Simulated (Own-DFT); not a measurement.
# Computed records: Al3GaN4 (wurtzite random alloy, strained, atoms displaced)

All values are calculated (Own-DFT development build). A calculation, not a measurement: plane-wave PBE density functional theory by an unreviewed code, no spin, of a simulated periodic cell, stress positive in tension, free energy of the whole cell less one offset for each atom, forces on such cells passed a denser k mesh, this cell's mesh not checked; offsets are fitted by least squares, one for each functional and potential file, so energies compare only between cells with the same atoms and settings and are not formation energies; the far tail of each file's local potential was reset to the Coulomb form; each entry is a single point on an unrelaxed cell, so the pressure reflects the starting lattice, mostly measured values, from which strain is counted, and rises with the displacements; printed positions are rounded, which can move forces by about a meV/angstrom; the program is a retired in-house code; no spin-orbit coupling.

Common to all runs: functional PBE; potential files PseudoDojo norm-conserving, scalar-relativistic, standard set with the stringent files for Ga; wave cutoff 96 hartree; occupations Gaussian; smearing width 0.01 eV; k mesh 4 x 4 x 3 centred on Gamma.

(1) Al3GaN4 (wurtzite random alloy, strained, atoms displaced)

```
cell vectors (Å)
   9.6756     0.0000     0.0000
  -4.8378     8.3793     0.0000
   0.0000     0.0000    10.0655
atoms (fractions of the cell vectors)
Al  0.11645  0.23099  0.99767
Ga  0.22354  0.11416  0.25101
N   0.11060  0.23307  0.19213
N   0.22982  0.12365  0.44578
Al  0.10722  0.21739  0.49481
Al  0.22230  0.11650  0.75383
N   0.10769  0.21575  0.68873
N   0.22882  0.11829  0.93573
Ga  0.11528  0.54823  0.00343
Al  0.21588  0.43730  0.23883
N   0.10186  0.55511  0.19176
N   0.21874  0.43902  0.43502
Ga  0.10772  0.55771  0.48804
Ga  0.22641  0.44929  0.74973
N   0.11404  0.54997  0.69655
N   0.20368  0.44264  0.94110
Al  0.11488  0.87974  0.99439
Al  0.22123  0.78143  0.24797
N   0.09849  0.88338  0.19788
N   0.21163  0.77511  0.44489
Al  0.10805  0.89067  0.50117
Al  0.21978  0.78018  0.74820
N   0.11273  0.89476  0.68683
N   0.21666  0.78997  0.93419
Ga  0.44793  0.21890  0.99329
Al  0.55307  0.10972  0.24792
N   0.45607  0.22706  0.19354
N   0.55511  0.11293  0.43488
Al  0.44545  0.21732  0.49702
Al  0.56120  0.10852  0.74598
N   0.43840  0.22663  0.69293
N   0.55255  0.10871  0.94003
Al  0.45395  0.56612  0.00553
Al  0.55153  0.44871  0.25837
N   0.44816  0.55906  0.18496
N   0.55701  0.42982  0.44129
Al  0.44677  0.55316  0.49660
Al  0.55437  0.45006  0.74513
N   0.44483  0.56151  0.69408
N   0.55855  0.45118  0.94092
Al  0.44000  0.90015  0.99809
Al  0.54947  0.77154  0.25131
N   0.44536  0.88585  0.18905
N   0.56001  0.78306  0.43935
Al  0.43891  0.88719  0.49723
Al  0.55447  0.77948  0.75367
N   0.43815  0.89217  0.69180
N   0.55924  0.78338  0.93824
Ga  0.77837  0.23256  0.99466
Ga  0.88190  0.10282  0.24315
N   0.78486  0.22004  0.18419
N   0.88532  0.10378  0.44119
Al  0.77895  0.22701  0.50612
Al  0.88689  0.10685  0.75049
N   0.78135  0.22394  0.68273
N   0.87629  0.10631  0.93836
Al  0.77345  0.55385  0.00117
Al  0.88320  0.43159  0.24969
N   0.77864  0.56113  0.18864
N   0.88936  0.45555  0.43822
Al  0.77179  0.55459  0.50257
Ga  0.88857  0.43839  0.75141
N   0.77563  0.56155  0.67298
N   0.89099  0.45776  0.94921
Al  0.78406  0.88536  0.00668
Ga  0.88642  0.77160  0.25556
N   0.78287  0.88793  0.17395
N   0.88432  0.77225  0.44459
Al  0.78488  0.89420  0.50517
Al  0.88533  0.77022  0.75158
N   0.77838  0.89132  0.69237
N   0.89030  0.77837  0.93875
```

* free energy of cell above offsets: -21.712 eV
* pressure: -4.36 GPa
* stress xx: 8.6 GPa
* stress yy: 8.12 GPa
* stress zz: -3.64 GPa
* stress yz: -0.66 GPa
* stress xz: 0.52 GPa
* stress xy: 1.02 GPa

Force:
```tsv
element	x (eV/Å)	y (eV/Å)	z (eV/Å)
Al	-0.587	-1.659	-0.103
Ga	0.026	-0.055	-0.295
N	0.852	-1.897	-1.502
N	-0.182	-1.697	-0.26
Al	-0.125	0.756	0.682
Al	0.103	-0.523	-1.6
N	-0.416	0.258	0.098
N	-1.285	-0.833	1.554
Ga	-3.446	2.594	0.329
Al	-0.187	2.346	1.695
N	1.232	0.251	1.018
N	0.804	0.382	-0.224
Ga	0.862	-0.949	1.454
Ga	0.01	-1.358	-0.441
N	-1.546	1.759	-0.968
N	4.634	-0.988	-0.075
Al	-3.961	2.138	1.489
Al	-0.401	-0.589	0.381
N	2.618	1.122	-1.638
N	1.096	1.972	-1.159
Al	-0.131	0.2	-0.253
Al	-0.294	-0.243	-0.746
N	-0.215	-0.648	1.003
N	3.674	-1.488	0.202
Ga	-1.028	1.395	0.696
Al	0.953	0.131	-0.255
N	-0.815	0.072	-0.201
N	0.564	-0.595	1.09
Al	-0.431	0.067	1.019
Al	-1.521	0.57	0.047
N	1.577	-0.064	-0.405
N	0.783	0.251	-1.174
Al	-0.111	-0.224	-2.152
Al	1.502	-0.469	-1.786
N	-0.654	-0.656	1.931
N	-1.413	1.925	0.303
Al	-0.702	-0.08	0.376
Al	0.358	-0.446	0.318
N	0.969	0.227	-1.077
N	-0.251	0.145	-0.657
Al	1.226	-1.764	-0.2
Al	0.652	1.134	-0.742
N	-0.93	0.273	0.216
N	-0.14	-0.818	0.263
Al	0.218	0.15	0.182
Al	0.084	0.448	-0.739
N	1.083	-0.325	-0.426
N	-0.693	-0.351	1.079
Ga	0.686	-1.01	0.107
Ga	0.593	0.063	0.48
N	-2.133	0.232	1.325
N	-0.272	1.023	0.217
Al	0.196	-0.133	-2.985
Al	0.489	0.312	-0.048
N	-0.391	-1.187	2.16
N	1.656	0.487	0.063
Al	-0.198	1.113	0.26
Al	-0.796	1.52	-0.258
N	-0.292	-2.277	0.483
N	-0.529	-2.16	-0.05
Al	0.784	0.055	-3.251
Ga	-0.212	1.424	-0.16
N	-0.124	-0.541	4.804
N	-0.277	-0.799	-1.238
Al	-0.9	0.564	-4.971
Ga	-0.87	0.231	-0.491
N	-1.158	-0.826	5.297
N	-0.361	0.954	0.859
Al	-0.448	-0.979	-0.399
Al	-0.003	1.192	-0.805
N	-0.202	-0.661	0.138
N	0.348	-0.446	0.118
```

(2) Al3GaN4 (wurtzite random alloy, strained, atoms displaced)

```
cell vectors (Å)
   9.6756     0.0000     0.0000
  -4.8378     8.3793     0.0000
   0.0000     0.0000    10.0655
atoms (fractions of the cell vectors)
Al  0.11383  0.22874  0.00541
Al  0.21658  0.10364  0.24761
N   0.11145  0.21904  0.19541
N   0.21556  0.10586  0.44452
Al  0.11445  0.23294  0.49929
Al  0.22137  0.11717  0.75543
N   0.11465  0.22100  0.68476
N   0.22546  0.12092  0.93963
Al  0.11388  0.55383  0.00514
Ga  0.21212  0.44542  0.25539
N   0.10298  0.55846  0.18518
N   0.21955  0.44148  0.44628
Ga  0.12658  0.56230  0.50317
Ga  0.22806  0.44473  0.75055
N   0.10781  0.55089  0.68760
N   0.22958  0.44896  0.95517
Ga  0.12275  0.90210  0.00640
Al  0.21854  0.77678  0.24866
N   0.11768  0.89185  0.20167
N   0.22287  0.78428  0.44132
Ga  0.11141  0.88856  0.50752
Al  0.22482  0.78652  0.75223
N   0.11989  0.89108  0.69413
N   0.21731  0.77603  0.94072
Al  0.43741  0.21203  0.00480
Ga  0.57249  0.12074  0.24703
N   0.44479  0.21600  0.18057
N   0.55440  0.10718  0.43958
Al  0.43683  0.22264  0.50570
Ga  0.54526  0.10890  0.75272
N   0.44723  0.21909  0.69023
N   0.55048  0.11366  0.93899
Al  0.44634  0.56548  0.99625
Al  0.56421  0.44655  0.24648
N   0.44904  0.55853  0.19280
N   0.56029  0.44859  0.44401
Al  0.43578  0.55204  0.50358
Al  0.55368  0.45456  0.75569
N   0.45253  0.55622  0.67959
N   0.55060  0.44100  0.93579
Al  0.43449  0.88044  0.00125
Al  0.56270  0.78555  0.25290
N   0.45028  0.88776  0.18795
N   0.54831  0.77738  0.43734
Al  0.44718  0.88716  0.50464
Al  0.56441  0.78020  0.74617
N   0.45462  0.88938  0.69602
N   0.55336  0.77752  0.93915
Al  0.77306  0.21993  0.00277
Ga  0.91020  0.12591  0.25172
N   0.77804  0.22019  0.18956
N   0.89453  0.10965  0.44885
Al  0.77159  0.22090  0.50140
Ga  0.89077  0.10725  0.75580
N   0.79745  0.23794  0.68816
N   0.88884  0.11815  0.94635
Al  0.78001  0.55765  0.00409
Al  0.89218  0.45069  0.25029
N   0.77627  0.55562  0.18861
N   0.89106  0.44080  0.43926
Al  0.77912  0.55426  0.49396
Al  0.89717  0.44776  0.74852
N   0.78326  0.56288  0.69532
N   0.88374  0.44233  0.94397
Al  0.77792  0.88220  0.99931
Al  0.88575  0.78082  0.24932
N   0.79114  0.89430  0.19303
N   0.88718  0.78038  0.43987
Al  0.76100  0.88978  0.50806
Al  0.89746  0.77980  0.75410
N   0.77565  0.89355  0.68243
N   0.89661  0.77921  0.93035
```

* free energy of cell above offsets: -22.284 eV
* pressure: -4.64 GPa
* stress xx: 8.83 GPa
* stress yy: 9.44 GPa
* stress zz: -4.35 GPa
* stress yz: 0.45 GPa
* stress xz: 0.06 GPa
* stress xy: 0.43 GPa

Force:
```tsv
element	x (eV/Å)	y (eV/Å)	z (eV/Å)
Al	-0.155	-0.321	-0.44
Al	1.128	1.38	1.592
N	2.332	1.434	-1.37
N	0.264	2.02	-0.863
Al	0.118	-2.757	0.211
Al	0.984	-0.351	-1.551
N	0.521	0.236	1.292
N	-0.554	0.028	0.806
Al	-1.263	-0.021	-1.807
Ga	1.701	0.685	-1.069
N	0.535	0.291	1.589
N	0.994	0.547	-0.358
Ga	-2.285	0.039	-0.713
Ga	-0.674	-0.059	0.3
N	0.877	1.677	2.055
N	-0.859	-0.257	-1.101
Ga	-0.66	-1.116	-0.551
Al	1.21	0.606	0.618
N	-0.985	-0.817	-1.04
N	1.616	-0.508	-0.361
Ga	-1.045	-0.051	-1.291
Al	1.002	-1.216	-0.26
N	-0.992	0.639	1.56
N	0.917	-0.24	0.291
Al	0.39	1.741	-2.271
Ga	-2.185	-1.851	0.697
N	-0.879	0.826	2.682
N	-0.316	0.338	1.212
Al	0.855	-0.168	-1.246
Ga	2.081	0.773	-0.547
N	-2.35	1.292	0.293
N	0.584	-1.055	1.785
Al	1.298	-1.188	1.441
Al	-1.718	-0.633	0.458
N	0.056	0.297	-0.149
N	-0.767	-0.847	-0.693
Al	1.672	0.496	-2.716
Al	2.371	-1.108	-1.466
N	-0.822	0.797	2.509
N	-0.164	0.732	1.827
Al	0.82	1.154	-0.421
Al	0.108	-0.682	-1.032
N	-0.789	-0.607	0.179
N	0.254	-0.359	1.296
Al	-0.965	0.75	-0.798
Al	-0.659	-0.159	0.517
N	-1.101	-1.137	-0.678
N	0.572	0.444	-0.352
Al	-0.296	0.479	-1.007
Ga	-3.138	-2.484	1.365
N	1.738	2.054	-0.348
N	-1.211	0.485	-0.351
Al	1.135	0.247	-0.011
Ga	-0.752	1.298	-1.063
N	-1.046	-1.37	0.256
N	0.943	-0.936	0.72
Al	-0.129	-0.556	-1.939
Al	-0.527	-0.877	-0.004
N	0.599	0.634	0.555
N	-0.598	0.359	-0.374
Al	0.157	0.73	1.19
Al	-1.485	-0.031	0.571
N	-0.046	-0.441	-0.612
N	0.963	0.308	0.094
Al	-0.148	0.96	0.212
Al	1.033	-0.278	1.134
N	-1.391	-0.499	-0.999
N	-0.635	-0.734	0.189
Al	2.235	0.227	-3.168
Al	-0.296	-0.383	-2.651
N	0.939	-1.105	2.993
N	-1.114	0.202	3.181
```

(3) Al3GaN4 (wurtzite random alloy, strained, atoms displaced)

```
cell vectors (Å)
   9.6756     0.0000     0.0000
  -4.8378     8.3793     0.0000
   0.0000     0.0000    10.0655
atoms (fractions of the cell vectors)
Al  0.11188  0.22499  0.99003
Al  0.20815  0.10651  0.24965
N   0.11066  0.22025  0.19304
N   0.22243  0.11376  0.44015
Ga  0.10716  0.22494  0.50373
Al  0.23188  0.11419  0.75148
N   0.11123  0.22126  0.68291
N   0.24012  0.10934  0.93916
Al  0.11413  0.56020  0.00234
Al  0.22125  0.44239  0.24684
N   0.11406  0.55710  0.18236
N   0.21584  0.43598  0.44099
Al  0.11752  0.55700  0.50052
Al  0.22222  0.44931  0.75679
N   0.11052  0.55038  0.68782
N   0.22172  0.43605  0.94234
Ga  0.11508  0.89032  0.99507
Ga  0.22124  0.77397  0.25502
N   0.10412  0.89147  0.19778
N   0.22382  0.78242  0.44513
Al  0.11815  0.89733  0.49495
Al  0.22216  0.78139  0.75552
N   0.09999  0.88547  0.69443
N   0.23353  0.78402  0.93772
Al  0.43560  0.21956  0.00115
Al  0.54910  0.10859  0.24531
N   0.44388  0.22471  0.18671
N   0.54961  0.10805  0.43210
Al  0.44936  0.22874  0.49792
Ga  0.55296  0.11132  0.75114
N   0.44083  0.21694  0.69462
N   0.55828  0.11189  0.93969
Ga  0.44777  0.55126  0.99975
Al  0.55921  0.44636  0.25289
N   0.44650  0.55698  0.18786
N   0.54978  0.45047  0.43826
Al  0.45147  0.55842  0.50309
Al  0.55540  0.43511  0.75402
N   0.43929  0.55790  0.69799
N   0.56174  0.44571  0.93654
Al  0.45465  0.89451  0.99547
Al  0.55685  0.78332  0.25140
N   0.44157  0.89235  0.18729
N   0.56531  0.78232  0.43661
Al  0.44985  0.89177  0.49980
Ga  0.55933  0.77234  0.74467
N   0.45151  0.88814  0.69003
N   0.55276  0.77730  0.94618
Al  0.77498  0.23097  0.00204
Ga  0.88981  0.10861  0.25733
N   0.78495  0.22295  0.18170
N   0.89360  0.10866  0.43970
Al  0.77632  0.22849  0.50048
Al  0.89311  0.11328  0.75082
N   0.78104  0.23229  0.68978
N   0.89073  0.11020  0.94637
Al  0.77615  0.55820  0.00678
Al  0.89389  0.44590  0.24565
N   0.77725  0.55373  0.18944
N   0.88216  0.44378  0.43873
Ga  0.78087  0.56408  0.51025
Al  0.89582  0.44543  0.75403
N   0.78051  0.54012  0.68585
N   0.88931  0.44760  0.93896
Al  0.77603  0.89487  0.00111
Ga  0.89459  0.76892  0.25458
N   0.77321  0.88287  0.19438
N   0.89562  0.78434  0.44361
Al  0.77587  0.88313  0.49621
Al  0.89509  0.78109  0.73972
N   0.78230  0.89873  0.70443
N   0.88101  0.77845  0.94428
```

- free energy of cell above offsets: -22.563 eV
- pressure: -4.75 GPa
- stress xx: 9.25 GPa
- stress yy: 8.37 GPa
- stress zz: -3.38 GPa
- stress yz: 0.21 GPa
- stress xz: -0.14 GPa
- stress xy: -0.97 GPa

Force:
```tsv
element	x (eV/Å)	y (eV/Å)	z (eV/Å)
Al	0.148	-1.442	1.766
Al	1.319	0.97	0.267
N	0.257	0.801	-1.29
N	0.928	-0.083	0.11
Ga	0.826	-0.691	-1.728
Al	-1.716	-0.866	-0.673
N	0.463	0.317	4.307
N	-3.339	0.221	-0.856
Al	0.139	-0.194	-1.663
Al	0.581	-0.184	0.098
N	-0.123	-0.657	1.716
N	0.32	2.831	-0.738
Al	-0.832	-0.447	-0.253
Al	0.144	-0.713	-1.264
N	0.015	1.02	1.079
N	-1.035	1.061	-0.244
Ga	-0.879	-0.728	0.744
Ga	-0.156	0.887	-0.993
N	1.862	0.199	-0.888
N	0.614	-0.637	0.823
Al	-0.292	-0.163	0.883
Al	0.408	-0.414	-1.781
N	2.821	1.334	-0.881
N	-0.076	-1.015	0.728
Al	2.863	1.346	0.382
Al	0.399	0.699	-0.561
N	-0.215	-0.106	0.944
N	0.475	0.717	1.329
Al	-0.62	-0.74	-0.364
Ga	1.351	-0.17	-0.372
N	-0.207	1.242	-1.463
N	-0.338	0.429	1.338
Ga	-0.241	0.751	-0.277
Al	-0.693	-0.204	-1.016
N	-0.201	-0.134	1.89
N	1.001	-0.697	0.849
Al	-1.649	-0.124	-0.217
Al	-0.006	0.928	-0.865
N	1.35	-1.905	-1.348
N	0.223	-0.936	0.838
Al	-0.569	-0.369	0.427
Al	0.197	-0.557	-1.401
N	0.919	-0.153	0.273
N	-1.26	-0.774	1.255
Al	-0.153	0.027	-0.107
Ga	-0.446	1.29	1.686
N	-1.622	-0.174	-0.516
N	0.538	0.482	-0.387
Al	1.095	-0.765	-1.27
Ga	-0.213	-0.223	-2.211
N	-1.456	0.447	1.889
N	-2.064	-0.462	2.117
Al	0.385	-0.607	-0.445
Al	-0.612	0.631	0.273
N	0.889	-0.919	0.071
N	-0.321	0.949	-1.11
Al	0.289	0.424	-1.699
Al	-0.486	-0.693	0.29
N	0.352	-1.053	0.763
N	1.407	0.366	-0.599
Ga	0.303	-0.755	-3.093
Al	-0.198	-0.24	-0.808
N	-1.549	1.374	3.359
N	0.264	0.536	0.969
Al	0.46	-0.834	0.321
Ga	-2.161	0.459	-0.766
N	-0.104	0.153	-0.342
N	-0.105	0.013	1.222
Al	0.443	1.659	0.649
Al	-1.986	-1.123	2.206
N	1.128	-1.276	-2.495
N	0.747	-0.332	-0.879
```

(4) Al3GaN4 (wurtzite random alloy, strained, atoms displaced)

```
cell vectors (Å)
   9.6756     0.0000     0.0000
  -4.8378     8.3793     0.0000
   0.0000     0.0000    10.0655
atoms (fractions of the cell vectors)
Al  0.10147  0.22005  0.99772
Al  0.22733  0.11812  0.25604
N   0.10530  0.22075  0.19210
N   0.23358  0.12162  0.42914
Al  0.10349  0.21686  0.49881
Al  0.22578  0.11997  0.74629
N   0.10068  0.21773  0.69159
N   0.22408  0.10996  0.94023
Ga  0.11414  0.56160  0.00312
Ga  0.23299  0.45419  0.25478
N   0.10441  0.55602  0.18860
N   0.21967  0.43802  0.44245
Al  0.10933  0.55787  0.49691
Al  0.21741  0.44106  0.75619
N   0.11529  0.55328  0.68463
N   0.21936  0.43945  0.94536
Al  0.11181  0.88495  0.00470
Al  0.21782  0.78236  0.25113
N   0.09844  0.88509  0.18722
N   0.22261  0.78144  0.44083
Ga  0.11934  0.89361  0.49853
Al  0.21503  0.77503  0.75811
N   0.11358  0.88978  0.68911
N   0.22405  0.77952  0.93686
Al  0.45492  0.22834  0.99621
Al  0.55650  0.11645  0.25602
N   0.45336  0.22501  0.19469
N   0.55669  0.10785  0.44995
Ga  0.43773  0.22300  0.49882
Ga  0.55728  0.11068  0.73772
N   0.45817  0.22093  0.69346
N   0.56005  0.11631  0.94396
Al  0.43906  0.55594  0.00231
Al  0.56473  0.44979  0.24695
N   0.44224  0.55597  0.19475
N   0.56461  0.45252  0.43658
Al  0.45436  0.55925  0.49952
Ga  0.55498  0.43351  0.75213
N   0.44916  0.55723  0.68758
N   0.56204  0.44401  0.94011
Al  0.43881  0.88715  0.99573
Ga  0.55674  0.77641  0.25076
N   0.44077  0.88879  0.18853
N   0.54713  0.77627  0.44140
Al  0.43765  0.87566  0.50500
Al  0.55401  0.78788  0.74760
N   0.44017  0.88697  0.68955
N   0.55919  0.78288  0.94989
Ga  0.78133  0.22084  0.99597
Al  0.89426  0.10846  0.25617
N   0.77667  0.22356  0.19559
N   0.89338  0.11104  0.43957
Al  0.78228  0.22260  0.50192
Al  0.88998  0.11605  0.75520
N   0.77114  0.22067  0.69035
N   0.89293  0.12354  0.94190
Al  0.77332  0.55892  0.00579
Al  0.88773  0.45161  0.24400
N   0.78554  0.54713  0.19488
N   0.89124  0.44874  0.45258
Ga  0.77184  0.55102  0.49675
Al  0.89147  0.43790  0.74459
N   0.77226  0.54723  0.69155
N   0.88062  0.44029  0.94490
Al  0.77599  0.88797  0.99794
Al  0.89439  0.78014  0.25465
N   0.78193  0.88393  0.19351
N   0.89163  0.77937  0.44763
Al  0.77974  0.88723  0.49819
Al  0.88731  0.77520  0.74641
N   0.77783  0.89139  0.69491
N   0.88490  0.77258  0.93974
```

- free energy of cell above offsets: -22.569 eV
- pressure: -4.98 GPa
- stress xx: 6.82 GPa
- stress yy: 9.54 GPa
- stress zz: -1.42 GPa
- stress yz: 0.02 GPa
- stress xz: -0.25 GPa
- stress xy: -0.35 GPa

Force:
```tsv
element	x (eV/Å)	y (eV/Å)	z (eV/Å)
Al	1.874	0.138	1.183
Al	-0.269	0.058	-3.99
N	1.102	-0.178	-0.261
N	-2.157	-0.948	3.035
Al	0.779	1.049	-0.079
Al	0.394	-1.219	0.935
N	1.302	0.651	-0.158
N	-0.274	0.309	0.023
Ga	-0.724	-1.239	-0.846
Ga	-1.897	-1.568	-0.463
N	0.471	1.08	1.874
N	0.082	0.808	1.218
Al	0.639	-0.307	0.053
Al	0.702	0.641	-1.341
N	-0.487	0.26	1.488
N	0.469	0.421	-0.541
Al	-0.91	0.765	-1.495
Al	0.748	-0.263	-0.556
N	1.794	0.893	1.271
N	0.861	-0.98	-0.475
Ga	-0.639	-0.008	0.198
Al	0.428	0.011	-2.527
N	-0.28	0.4	1.184
N	-0.381	0.457	1.236
Al	-0.58	-0.942	0.809
Al	0.977	-0.767	-0.302
N	-1.282	0.357	-0.473
N	0.19	-0.337	-0.63
Ga	2.404	0.768	0.096
Ga	0.571	-1.169	2.003
N	-4.115	-0.163	-0.932
N	-0.72	-1.446	-0.727
Al	0.87	-0.008	-0.431
Al	-0.376	-0.83	0.121
N	2.082	-0.149	-1.291
N	-2.018	-0.718	-0.573
Al	-1.032	-0.694	0.129
Ga	-0.301	1.913	-0.437
N	-0.954	-0.074	0.906
N	-1.465	0.452	1.969
Al	0.927	1.303	0.882
Ga	-0.67	0.967	-0.633
N	-0.73	0.265	0.256
N	1.536	-0.058	1.03
Al	-0.489	1.657	-0.993
Al	1.249	-1.379	0.624
N	-0.323	-1.028	0.687
N	-0.806	-0.672	-1.276
Ga	-1.745	0.681	1.693
Al	-1.305	0.48	-1.49
N	0.616	-0.271	0.839
N	-0.625	-0.709	1.04
Al	-0.674	0.047	-0.738
Al	-0.64	-0.913	-0.868
N	2.761	0.455	-0.21
N	1.282	-2.56	-0.702
Al	1.329	-0.535	-1.057
Al	2.759	-2.733	1.558
N	-3.569	2.634	-0.717
N	0.798	-0.946	-1.778
Ga	1.284	0.716	1.298
Al	-1.078	0.928	0.651
N	1.275	1.192	0.351
N	0.375	1.587	-1.266
Al	0.622	0.31	0.369
Al	-0.763	-0.781	-0.06
N	0.028	0.58	-0.222
N	-0.571	0.491	-1.141
Al	-0.633	0.283	0.622
Al	-0.152	-0.385	0.136
N	-0.145	0.192	-0.336
N	0.199	0.777	0.249
```

(5) Al3GaN4 (wurtzite random alloy, strained, atoms displaced)

```
cell vectors (Å)
   9.6756     0.0000     0.0000
  -4.8378     8.3793     0.0000
   0.0000     0.0000    10.0655
atoms (fractions of the cell vectors)
Al  0.10982  0.22218  0.00009
Al  0.22570  0.12464  0.24436
N   0.11763  0.22713  0.18847
N   0.23347  0.11294  0.44314
Ga  0.11741  0.22152  0.49375
Al  0.22252  0.11509  0.75571
N   0.11351  0.23354  0.69027
N   0.22731  0.11567  0.93681
Al  0.10837  0.55807  0.00551
Ga  0.22284  0.44357  0.25535
N   0.10617  0.55361  0.19379
N   0.21994  0.44278  0.44054
Al  0.10768  0.56062  0.49791
Al  0.23030  0.45059  0.75460
N   0.11335  0.56044  0.69479
N   0.21338  0.43958  0.93998
Al  0.11079  0.88278  0.99811
Ga  0.22767  0.79052  0.23811
N   0.10697  0.89574  0.19504
N   0.23018  0.78650  0.44604
Al  0.10915  0.88510  0.50434
Al  0.21488  0.77896  0.75271
N   0.11542  0.89351  0.69347
N   0.22523  0.78357  0.94213
Ga  0.44292  0.22362  0.00684
Ga  0.56055  0.11340  0.25095
N   0.43979  0.22466  0.19029
N   0.55404  0.10305  0.43500
Al  0.44069  0.20763  0.50073
Al  0.55804  0.10898  0.74185
N   0.44720  0.22060  0.68770
N   0.55199  0.10543  0.93555
Ga  0.44342  0.54884  0.99606
Ga  0.55344  0.44796  0.25247
N   0.44322  0.55875  0.19708
N   0.55969  0.44524  0.43233
Al  0.45591  0.56394  0.50056
Al  0.56030  0.44855  0.74982
N   0.44611  0.54275  0.68126
N   0.54268  0.43045  0.93585
Al  0.44353  0.88696  0.99786
Al  0.55056  0.77397  0.25171
N   0.43911  0.88046  0.18523
N   0.56106  0.77615  0.44113
Al  0.44309  0.88523  0.50417
Al  0.55568  0.77555  0.74765
N   0.44137  0.89338  0.69257
N   0.55064  0.77395  0.93538
Al  0.77285  0.22180  0.99834
Al  0.88989  0.10978  0.25138
N   0.78283  0.22650  0.18591
N   0.89079  0.11200  0.43333
Al  0.77548  0.22630  0.50371
Al  0.88410  0.11661  0.75836
N   0.78038  0.22514  0.68802
N   0.88857  0.10718  0.93914
Al  0.76105  0.55018  0.00438
Al  0.89290  0.45338  0.25271
N   0.77636  0.55765  0.18956
N   0.91050  0.46155  0.44182
Al  0.78684  0.55819  0.50533
Al  0.88688  0.44378  0.75048
N   0.78493  0.55952  0.70018
N   0.88843  0.43810  0.94709
Al  0.78308  0.89490  0.00596
Ga  0.88939  0.77738  0.24515
N   0.78589  0.89616  0.19032
N   0.89168  0.77923  0.43570
Al  0.78305  0.88492  0.50811
Ga  0.89095  0.78004  0.75282
N   0.77630  0.88999  0.69154
N   0.88584  0.77196  0.93639
```

* free energy of cell above offsets: -23.109 eV
* pressure: -4.92 GPa
* stress xx: 9.24 GPa
* stress yy: 9.28 GPa
* stress zz: -3.75 GPa
* stress yz: 0.25 GPa
* stress xz: -0.37 GPa
* stress xy: -0.53 GPa

Force:
```tsv
element	x (eV/Å)	y (eV/Å)	z (eV/Å)
Al	0.201	0.018	-0.577
Al	0.403	-1.55	1.256
N	-0.933	-0.928	-0.183
N	-0.9	-1.148	-1.12
Ga	-0.57	0.15	1.007
Al	0.075	0.503	-1.823
N	0.115	-1.214	1.179
N	-1.354	-1.158	1.395
Al	0.268	-0.546	-0.736
Ga	-0.645	0.506	-0.774
N	-0.077	0.717	-0.531
N	0.352	1.627	1.368
Al	3.345	1.118	1.111
Al	-0.873	-0.589	-1.361
N	-0.134	-0.142	-0.186
N	0.096	0.543	0.538
Al	-0.895	1.082	0.17
Ga	-0.815	-1.327	1.894
N	1.051	0.937	-1.736
N	-0.531	-0.775	-0.246
Al	0.46	0.89	-0.941
Al	1.031	-0.039	-0.425
N	-0.288	0.272	-0.079
N	-0.186	-0.968	0.322
Ga	0.597	-1.489	-1.705
Ga	-0.176	-0.204	-1.492
N	0.559	-0.302	1.2
N	0.35	0.733	2.428
Al	0.146	1.697	-0.211
Al	-0.955	0.482	1.117
N	0.162	0.294	0.423
N	0.763	0.273	0.345
Ga	-1.218	0.539	0.705
Ga	0.315	-0.113	-1.068
N	0.306	0.452	-1.116
N	0.684	-0.176	3.709
Al	-0.496	-1.762	-1.369
Al	0.223	-1.414	-0.875
N	-0.628	1.738	1.953
N	1.19	2.111	0.075
Al	0.261	0.228	-0.747
Al	0.534	0.75	-0.2
N	1.626	1.059	-0.006
N	-0.449	0.712	0.448
Al	0.339	-0.014	-0.535
Al	-0.369	0.013	-0.279
N	0.878	-1.091	-0.113
N	0.656	0.61	0.56
Al	0.27	-0.315	-0.045
Al	-0.081	0.767	-0.786
N	0.169	0.145	0.913
N	-0.763	-0.486	1.63
Al	1.404	-0.314	-1.628
Al	1.533	-0.124	-2.002
N	-0.513	-0.06	0.604
N	-0.407	0.442	1.228
Al	1.626	0.082	-1.176
Al	-0.011	-0.758	-0.735
N	0.529	-0.692	-0.234
N	-3.582	-2.427	-0.249
Al	-0.821	0.081	-0.843
Al	1.059	0.382	0.892
N	-0.593	-1.213	-1.428
N	-1.003	0.768	-0.821
Al	-0.255	-0.948	-1.398
Ga	-0.441	0.211	0.436
N	-1.514	-0.567	-0.011
N	0.164	-0.318	2.301
Al	-0.522	0.908	-1.886
Ga	-0.047	0.566	-0.789
N	-0.425	0.489	0.424
N	-0.271	0.272	2.842
```
